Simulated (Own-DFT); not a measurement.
# Strain and stress in wurtzite AlN, 128 atoms (Al64N64)

The numbers are computed, not measured, by runs of the plane-wave DFT program Own-DFT (in-house, retired, unreviewed) at fixed positions, with no spin and no spin-orbit coupling.

Settings: PBE; PseudoDojo norm-conserving scalar-relativistic files; cutoff 42 hartree; 2 x 2 x 2 k mesh centred on Gamma; Fermi-Dirac smearing of 0.1 eV.

Limits: forces on such cells passed a denser k mesh, each cell not checked; stress not checked against mesh or cutoff.

Unstrained cell vectors in Å: (12.448, 0.000, 0.000); (-6.224, 10.780, 0.000); (0.000, 0.000, 9.964). The unstrained cell has measured lattice constants (interpolated for alloys), not those of this functional. That, the random moves and any unrelaxed bonds set the pressure at no strain. In each run the cell takes a homogeneous strain; fractional positions stay. Each atom got a random Gaussian move of width 0.05 Å along each axis. Strain is the symmetric tensor, in per cent. Stress is positive in tension, and the pressure is minus a third of its trace.

```
run,e_xx (%),e_yy (%),e_zz (%),e_yz (%),e_xz (%),e_xy (%),s_xx (GPa),s_yy (GPa),s_zz (GPa),s_yz (GPa),s_xz (GPa),s_xy (GPa),P (GPa),E (meV/atom)
1,0.10,0.84,0.01,1.01,0.45,0.86,-4.89,-1.41,-5.32,2.45,1.09,3.69,3.87,14.1
2,1.10,1.27,-0.63,0.86,-1.09,0.19,0.56,1.07,-6.46,2.10,-2.56,-0.30,1.61,0.0
3,0.42,-1.94,1.73,-0.82,-0.91,1.74,-5.81,-13.89,1.56,-1.28,-2.08,6.82,6.04,36.3
4,1.51,-1.40,1.37,0.88,0.21,1.80,1.60,-12.79,1.67,1.82,0.61,5.26,3.17,17.9
5,1.60,0.63,1.14,1.82,0.32,-0.75,3.13,-1.97,1.75,3.78,0.88,-2.32,-0.97,14.4
6,-2.00,-1.11,0.26,-1.12,-0.52,1.78,-16.10,-15.31,-7.56,-3.61,-2.05,7.85,12.99,49.8
7,-0.85,-0.63,0.70,1.76,-0.09,1.57,-10.02,-8.40,-3.92,4.38,-0.69,5.42,7.45,17.3
8,-1.74,1.58,0.78,-0.27,0.98,1.06,-13.40,-0.01,-0.91,-0.67,2.81,3.98,4.77,23.4
9,-1.89,-1.09,0.75,0.72,-0.25,-0.04,-17.92,-12.48,-3.60,1.57,-0.07,-1.32,11.33,31.3
10,0.38,0.72,0.73,-0.56,-1.76,-1.21,-3.21,-1.92,-0.38,-0.95,-4.38,-4.58,1.84,6.8
11,-0.72,-1.70,-1.50,1.61,1.64,0.00,-13.24,-17.73,-14.84,5.38,4.93,0.22,15.27,57.6
12,1.10,1.59,-0.76,-1.69,-0.84,-2.00,-1.53,2.72,-8.15,-4.06,-1.76,-7.28,2.32,33.2
13,1.40,-0.30,-0.72,-1.83,1.28,-1.90,-1.32,-6.52,-8.47,-3.96,3.07,-8.65,5.44,39.0
14,-0.83,0.15,-0.86,-0.65,-1.03,-0.95,-10.61,-6.59,-9.23,-2.26,-2.91,-2.45,8.81,23.6
15,1.15,-0.21,0.00,0.52,-1.20,0.69,-0.32,-5.29,-4.73,1.73,-3.64,2.38,3.45,1.9
16,0.73,-1.91,0.61,-0.35,-0.38,-1.26,-2.58,-15.57,-4.56,-0.90,-1.35,-5.29,7.57,29.3
17,0.46,-1.45,0.58,1.83,-1.13,-0.38,?,?,?,?,?,?,?,?
```

E is the free energy for each atom above the lowest run shown.

## What the rows give

Each stress component was fitted by least squares to a constant and the strains of the runs shown, as fractions, with shears doubled. Shear strains stay in the fit of a normal stress only where such slopes are resolved. The slopes, in GPa:

| stress | at no strain | per e_xx | per e_yy | per e_zz | scatter |
|---|---|---|---|---|---|
| s_xx | -6.4 | 505 ± 21 | 83 ± 23 | 84 ± 30 | 1.04 |
| s_yy | -6.3 | 95 ± 22 | 522 ± 23 | 59 ± 30 | 1.04 |
| s_zz | -5.6 | 66 ± 15 | 95 ± 15 | 501 ± 21 | 0.71 |

The slope of each shear stress on twice its own strain, from a fit on all six strains: yz 122 ± 8, xz 134 ± 7, xy 191 ± 13 GPa. These are stiffnesses along x, y and z of the frame in which the cell vectors are given, with the crystal's c axis along z: C11, C12, C13 and C33. Hexagonal symmetry asks that xx and yy behave alike, which is a second check on the noise. The atoms are held to the strained lattice; where symmetry lets them move under strain, relaxing them would lower some slopes. The table should be nearly symmetric about its diagonal, and what it lacks of that shows the noise. A ninth of the table's sum, 223 ± 6 GPa, estimates the bulk modulus near the mean pressure of these runs, 5.9 GPa, so it lies above the value at zero pressure.

## Test on the hidden row

The question: what normal stresses and pressure should run 17 give?

The fitted form gives s_xx = -4.9, s_yy = -13.1, s_zz = -3.7 and P = 7.2 GPa. Computed: -3.53, -13.12, -2.87 and P = 6.50 GPa.
